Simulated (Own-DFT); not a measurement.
# Response to strain: diamond-structure SiGeSn with randomly placed atoms, 64 atoms (Ge52Si8Sn4)

All numbers below are calculated, not measured. They come from Own-DFT, an in-house plane-wave density functional program, since retired, whose code no person has reviewed. Each row is one single-point run on a periodic cell that was not relaxed, without spin or spin-orbit coupling.

Settings of every run: PBE; PseudoDojo norm-conserving scalar-relativistic files; cutoff 49 hartree; 3 x 3 x 3 k mesh centred on Gamma; Fermi-Dirac smearing of 0.1 eV.

Known limits: forces on such cells moved up to 12 meV/angstrom on a denser k mesh; stress not checked against mesh or cutoff.

Unstrained cell vectors in Å: (11.363, 0.000, 0.000); (0.000, 11.363, 0.000); (0.000, 0.000, 11.363). The unstrained cell has measured lattice constants (interpolated for alloys), not those of this functional. That, the random moves and any unrelaxed bonds set the pressure at no strain. Each run strains this cell uniformly, with the atoms carried along. Every atom was also moved at random, by a Gaussian of width 0.05 Å on each axis. The random placing of the alloy's atoms differs from row to row. Strain is the symmetric tensor, in per cent. Stress is positive in tension, and the pressure is minus a third of its trace.

```
run,e_xx (%),e_yy (%),e_zz (%),s_xx (GPa),s_yy (GPa),s_zz (GPa),P (GPa),E (meV/atom)
1,-1.25,-1.25,0.00,-6.84,-6.92,-6.20,6.65,38.5
2,-2.00,-2.00,0.00,-8.31,-8.60,-7.24,8.05,53.2
3,-2.50,-2.50,0.00,-9.42,-9.30,-7.60,8.78,46.9
4,-2.00,-2.00,0.00,-8.50,-8.61,-7.15,8.09,54.1
5,-1.25,-1.25,0.00,-6.88,-6.93,-6.10,6.64,33.8
6,-1.00,-1.00,0.00,-6.65,-6.49,-5.61,6.25,32.8
7,-1.00,-1.00,0.00,-6.23,-6.25,-5.64,6.04,17.9
8,-2.50,-2.50,0.00,-9.66,-9.50,-7.67,8.94,58.3
9,1.50,1.50,0.00,-2.05,-2.07,-3.06,2.39,0.0
10,1.50,1.50,0.00,-2.15,-2.15,-3.00,2.43,3.1
11,2.75,2.75,0.00,-0.30,-0.29,-2.06,0.88,2.8
12,-2.25,-2.25,0.00,?,?,?,?,?
```

E is the free energy for each atom above the lowest run shown.

## Worked fit

The change of volume is close to e_xx + e_yy + e_zz. A straight line through the runs shown gives P = 4.86 - 77 x (fractional change of volume) GPa, with an error of 2 on the slope and a scatter of 0.22 GPa. The strain isn't the same on all axes, but the crystal is cubic, so the slope still estimates the bulk modulus, averaged over pressures from 0.9 to 8.9 GPa.

## Withheld run

Question: what pressure should run 12 give? Its volume changes by -4.45 %.

The line gives 8.3 GPa. The calculation gave 8.32 GPa.
